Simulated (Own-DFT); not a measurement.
# Point defects and the pressure they add: zincblende GaAs

Everything here is calculated. The program is Own-DFT (plane waves, in-house, since retired, never reviewed by a person); positions were held fixed, and spin and spin-orbit coupling were off.

Settings: PBE; PseudoDojo norm-conserving scalar-relativistic files; cutoff 42 hartree; 3 x 3 x 3 k mesh centred on Gamma; Fermi-Dirac smearing of 0.1 eV.

Keep in mind (not all hold for every row): not probed for a lower state with spin; forces not confirmed at this smearing and k mesh; stress not checked against mesh or cutoff.

All runs share one cell, with vectors in Å (11.737, 0.000, 0.000); (0.000, 11.737, 0.000); (0.000, 0.000, 10.919) and a volume of 1504.3 Å³, strained against the parent crystal. Atoms were moved at random from their sites; u is the rms move along one axis. The defect's site can differ from row to row.

| cell | formula | u (Å) | P (GPa) |
|---|---|---|---|
| no defect | As32Ga32 | 0.0313 | 0.72 |
| no defect | As32Ga32 | 0.0472 | 1.01 |
| no defect | As32Ga32 | 0.0515 | 1.08 |
| one Al on a Ga site | AlAs32Ga31 | 0.0310 | 0.76 |
| one Al on a Ga site | AlAs32Ga31 | 0.0323 | 0.76 |
| one Al on a Ga site | AlAs32Ga31 | 0.0509 | 1.03 |
| one In on a Ga site | As32Ga31In | 0.0291 | 1.29 |
| one In on a Ga site | As32Ga31In | 0.0323 | 1.31 |
| one In on a Ga site | As32Ga31In | 0.0517 | 1.73 |
| one As vacancy and one Ga vacancy | As31Ga31 | 0.0291 | 0.49 |
| one As vacancy and one Ga vacancy | As31Ga31 | 0.0309 | 0.48 |
| one As vacancy and one Ga vacancy | As31Ga31 | 0.0500 | 0.58 |
| one As vacancy and one Ga vacancy | As31Ga31 | 0.0521 | ? |
| one P on an As site | As31Ga32P | 0.0273 | 0.49 |
| one P on an As site | As31Ga32P | 0.0297 | 0.49 |
| one P on an As site | As31Ga32P | 0.0499 | 0.87 |

## Fit

P = P0 + c u² + a shift for each defect gives P0 = 0.58 GPa, c = 184 ± 23 GPa/Å² and a scatter of 0.07 GPa. The shifts, and each times the cell's volume:

- one In on a Ga site: 0.59 ± 0.06 GPa, 5.5 eV
- one Al on a Ga site: -0.01 ± 0.06 GPa, -0.1 eV (not resolved)
- one P on an As site: -0.21 ± 0.06 GPa, -2.0 eV
- one As vacancy and one Ga vacancy: -0.32 ± 0.06 GPa, -3.0 eV

Positive is outwards. The product with the volume (160.2 GPa Å³ to the eV) is nearly free of the cell's size; divided by the bulk modulus at the cell's pressure it gives the volume that the defect adds. The atoms around the defects weren't relaxed, which would change these numbers.

## Test on the hidden row

Question: what pressure belongs in the blank (one As vacancy and one Ga vacancy, u = 0.0521 Å)?

The fit gives 0.75 ± 0.08 GPa. The hidden result is 0.82 GPa.
